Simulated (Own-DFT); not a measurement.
# Point defects and the pressure they add: C11b WSi2

No measurement is shown. These are fixed-geometry runs of a retired plane-wave code named Own-DFT, which no person has reviewed; spin and spin-orbit coupling are neglected.

Method: PBE; PseudoDojo norm-conserving scalar-relativistic files; cutoff 50 hartree; 5 x 5 x 5 k mesh centred on Gamma; cold (Marzari-Vanderbilt) smearing of 0.2 eV.

Limits: forces on such cells failed a check on a denser k mesh; stress not checked against mesh or cutoff.

All runs share one cell, with vectors in Å (-2.148, -5.953, 3.409); (-6.444, 2.976, 1.136); (-2.553, -2.948, -6.757) and a volume of 403.2 Å³. Atoms were moved at random from their sites; u is the rms move along one axis. The defect's site can differ from row to row.

```
              cell  formula   u (Å)  P (GPa)
         no defect  Si20W10  0.0197     4.16
         no defect  Si20W10  0.0485     5.36
         no defect  Si20W10  0.0507     6.30
    one Si vacancy  Si19W10  0.0307        ?
    one Si vacancy  Si19W10  0.0320     3.32
    one Si vacancy  Si19W10  0.0479     3.91
    one Si vacancy  Si19W10  0.0509     4.39
one Si on a W site   Si21W9  0.0291     6.17
one Si on a W site   Si21W9  0.0321     6.67
one Si on a W site   Si21W9  0.0485     7.12
one W on a Si site  Si19W11  0.0266     9.34
one W on a Si site  Si19W11  0.0516    11.41
one W on a Si site  Si19W11  0.0540    11.02
```

## Working it out

P = P0 + c u² + a shift for each defect gives P0 = 3.92 GPa, c = 764 ± 113 GPa/Å² and a scatter of 0.33 GPa. The shifts, and each times the cell's volume:

- one W on a Si site: 5.07 ± 0.27 GPa, 12.7 eV
- one Si on a W site: 1.65 ± 0.27 GPa, 4.2 eV
- one Si vacancy: -1.55 ± 0.27 GPa, -3.9 eV

Positive is outwards. The product with the volume (160.2 GPa Å³ to the eV) is nearly free of the cell's size; divided by the bulk modulus at the cell's pressure it gives the volume that the defect adds. The atoms around the defects weren't relaxed, which would change these numbers.

## Withheld run

Question: what pressure belongs in the blank (one Si vacancy, u = 0.0307 Å)?

Estimate: 3.09 ± 0.40 GPa. Computed: 3.32 GPa.
